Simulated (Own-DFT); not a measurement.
# Strain and stress in 4H SiC, 32 atoms (C16Si16)

All numbers below are calculated, not measured. They come from Own-DFT, an in-house plane-wave density functional program, since retired, whose code no person has reviewed. Each row is one single-point run on a periodic cell that was not relaxed, without spin or spin-orbit coupling.

Settings of every run: PBE; PseudoDojo norm-conserving scalar-relativistic files; cutoff 42 hartree; 5 x 5 x 3 k mesh centred on Gamma; Fermi-Dirac smearing of 0.1 eV.

Known limits: forces on such cells passed a denser k mesh, each cell not checked; stress not checked against mesh or cutoff.

Unstrained cell vectors in Å: (6.165, 0.000, 0.000); (-3.083, 5.339, 0.000); (0.000, 0.000, 10.068). The unstrained cell has measured lattice constants (interpolated for alloys), not those of this functional. That, the random moves and any unrelaxed bonds set the pressure at no strain. Each run strains this cell uniformly, with the atoms carried along. Every atom was also moved at random, by a Gaussian of width 0.05 Å on each axis. Strain is the symmetric tensor, in per cent. Stress is positive in tension, and the pressure is minus a third of its trace.

| run | e_xx (%) | e_yy (%) | e_zz (%) | e_yz (%) | e_xz (%) | e_xy (%) | s_xx (GPa) | s_yy (GPa) | s_zz (GPa) | s_yz (GPa) | s_xz (GPa) | s_xy (GPa) | P (GPa) | E (meV/atom) |
|---|---|---|---|---|---|---|---|---|---|---|---|---|---|---|
| 1 | 0.72 | 1.68 | 0.31 | -0.60 | 0.23 | -1.19 | 0.51 | 2.64 | -1.58 | -1.07 | 1.07 | -3.20 | -0.53 | 32.0 |
| 2 | -1.61 | 1.96 | -1.85 | 1.47 | 0.78 | -0.03 | -13.17 | 2.91 | -17.17 | 5.69 | 3.51 | 0.59 | 9.14 | 49.3 |
| 3 | 1.03 | 1.50 | 0.52 | -1.37 | -0.01 | -1.62 | 3.56 | 3.77 | -2.58 | -3.87 | -0.61 | -6.57 | -1.58 | 10.9 |
| 4 | -1.15 | -0.45 | -0.13 | -1.65 | -0.06 | 0.85 | -11.40 | -9.91 | -8.43 | -4.04 | 0.09 | 3.74 | 9.92 | 55.7 |
| 5 | 0.94 | 0.10 | -0.20 | 0.95 | 0.37 | -1.65 | 0.30 | -6.03 | -4.89 | 3.02 | 1.36 | -9.36 | 3.54 | 16.3 |
| 6 | 1.86 | 1.30 | 0.01 | -0.79 | -0.14 | -1.15 | 5.23 | 3.89 | -4.21 | -3.63 | 0.38 | -4.96 | -1.64 | 15.5 |
| 7 | 1.92 | -0.11 | -1.41 | -1.06 | 1.69 | -0.27 | 3.87 | -6.56 | -12.03 | -3.09 | 6.74 | -1.72 | 4.91 | 47.2 |
| 8 | -0.29 | 1.65 | -1.68 | -0.02 | 1.87 | -0.84 | -6.76 | 2.05 | -17.59 | -0.91 | 7.12 | -1.59 | 7.43 | 64.4 |
| 9 | 0.74 | -1.81 | -0.79 | -1.13 | 1.27 | -1.16 | -2.25 | -14.89 | -12.71 | -3.53 | 3.41 | -6.92 | 9.95 | 39.7 |
| 10 | -1.73 | 1.30 | 1.24 | -1.43 | 1.82 | 0.06 | -12.53 | 1.49 | 0.54 | -4.25 | 5.14 | 1.67 | 3.50 | 24.5 |
| 11 | -0.23 | -0.09 | 1.16 | -1.03 | 0.04 | 1.45 | -5.82 | -7.62 | 1.91 | -4.32 | -0.21 | 7.69 | 3.85 | 35.1 |
| 12 | 1.40 | -1.93 | -0.08 | -1.56 | -0.94 | -1.02 | -1.02 | -13.49 | -7.89 | -5.17 | -2.96 | -6.24 | 7.47 | 53.4 |
| 13 | 1.82 | -0.56 | 0.80 | -0.07 | -0.38 | -1.66 | 4.60 | -6.81 | 0.87 | -0.50 | -1.73 | -7.64 | 0.45 | 0.0 |
| 14 | 0.85 | -0.01 | 1.98 | -1.78 | -1.12 | -0.03 | 2.31 | -3.40 | 4.48 | -5.03 | -4.41 | -0.73 | -1.13 | 6.0 |
| 15 | 1.85 | -1.13 | 0.88 | 0.06 | 0.08 | 1.58 | 4.27 | -6.93 | -1.99 | 0.57 | 0.51 | 7.22 | 1.55 | 7.7 |
| 16 | 1.75 | -1.71 | 0.49 | 1.85 | 0.21 | 1.73 | ? | ? | ? | ? | ? | ? | ? | ? |

E is the free energy for each atom above the lowest run shown.

## Worked fit

Each stress component was fitted by least squares to a constant and the strains of the runs shown, as fractions, with shears doubled. Shear strains stay in the fit of a normal stress only where such slopes are resolved. The slopes, in GPa:

```
stress  at no strain  per e_xx  per e_yy  per e_zz  scatter
  s_xx          -5.0  529 ± 20   97 ± 20   88 ± 21     0.88
  s_yy          -5.7   92 ± 32  522 ± 32   67 ± 34     1.38
  s_zz          -6.5   85 ± 34   76 ± 34  598 ± 36     1.47
```

Each shear stress against twice its own strain: yz 158 ± 14, xz 154 ± 6, xy 245 ± 14 GPa. These are stiffnesses along x, y and z of the frame in which the cell vectors are given, which need not be the crystal's axes. The atoms are held to the strained lattice; where symmetry lets them move under strain, relaxing them would lower some slopes. The table should be nearly symmetric about its diagonal, and what it lacks of that shows the noise. A ninth of its sum, 239 ± 5 GPa, estimates the bulk modulus near the mean pressure of these runs, 3.8 GPa, so it lies above the value at zero pressure.

## Withheld run

Question: what normal stresses and pressure should run 16 give?

The fit gives s_xx = 3.1, s_yy = -12.6, s_zz = -3.4 and P = 4.3 GPa. The calculation gave 3.72, -11.53, -4.29 and P = 4.03 GPa.
